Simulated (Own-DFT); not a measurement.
# What a defect does to the pressure of its cell: C11b WSi2

Source: density functional calculations with Own-DFT, an unreviewed in-house program that is no longer used. Nothing was measured or relaxed, and spin and spin-orbit coupling are left out.

All runs used: PBE; PseudoDojo norm-conserving scalar-relativistic files; cutoff 50 hartree; 5 x 5 x 5 k mesh centred on Gamma; cold (Marzari-Vanderbilt) smearing of 0.2 eV.

Limits: forces on such cells failed a check on a denser k mesh; stress not checked against mesh or cutoff.

All runs share one cell, with vectors in Å (-2.148, -5.953, 3.409); (-6.444, 2.976, 1.136); (-2.553, -2.948, -6.757) and a volume of 403.2 Å³. The atoms are randomly displaced, by u rms on each axis. The defect's site can differ from row to row.

| cell | formula | u (Å) | P (GPa) |
|---|---|---|---|
| no defect | Si20W10 | 0.0216 | 4.77 |
| no defect | Si20W10 | 0.0494 | 5.86 |
| no defect | Si20W10 | 0.0534 | 6.19 |
| one Si vacancy | Si19W10 | 0.0284 | 3.03 |
| one Si vacancy | Si19W10 | 0.0317 | 3.22 |
| one Si vacancy | Si19W10 | 0.0465 | 4.01 |
| one Si on a W site | Si21W9 | 0.0302 | 6.25 |
| one Si on a W site | Si21W9 | 0.0497 | 7.60 |
| one Si on a W site | Si21W9 | 0.0569 | 7.63 |
| one W on a Si site | Si19W11 | 0.0307 | 10.09 |
| one W on a Si site | Si19W11 | 0.0333 | 9.63 |
| one W on a Si site | Si19W11 | 0.0499 | ? |
| one W on a Si site | Si19W11 | 0.0507 | 11.30 |
| one W vacancy | Si20W9 | 0.0320 | 3.85 |
| one W vacancy | Si20W9 | 0.0453 | 4.63 |
| one W vacancy | Si20W9 | 0.0455 | 4.37 |

## Analysis

P = P0 + c u² + a shift for each defect gives P0 = 4.32 GPa, c = 669 ± 73 GPa/Å² and a scatter of 0.22 GPa. The shifts, and each times the cell's volume:

- one W on a Si site: 4.99 ± 0.19 GPa, 12.5 eV
- one Si on a W site: 1.36 ± 0.18 GPa, 3.4 eV
- one W vacancy: -1.19 ± 0.18 GPa, -3.0 eV
- one Si vacancy: -1.79 ± 0.19 GPa, -4.5 eV

Against the defect-free cell, a freed cell would be larger where the shift is positive and smaller where it is negative (160.2 GPa Å³ is 1 eV). The atoms around the defects weren't relaxed, which would change these numbers.

## Withheld run

Asked: what pressure belongs in the blank (one W on a Si site, u = 0.0499 Å)?

The fitted form gives 10.98 ± 0.27 GPa. DFT gave 10.96 GPa.
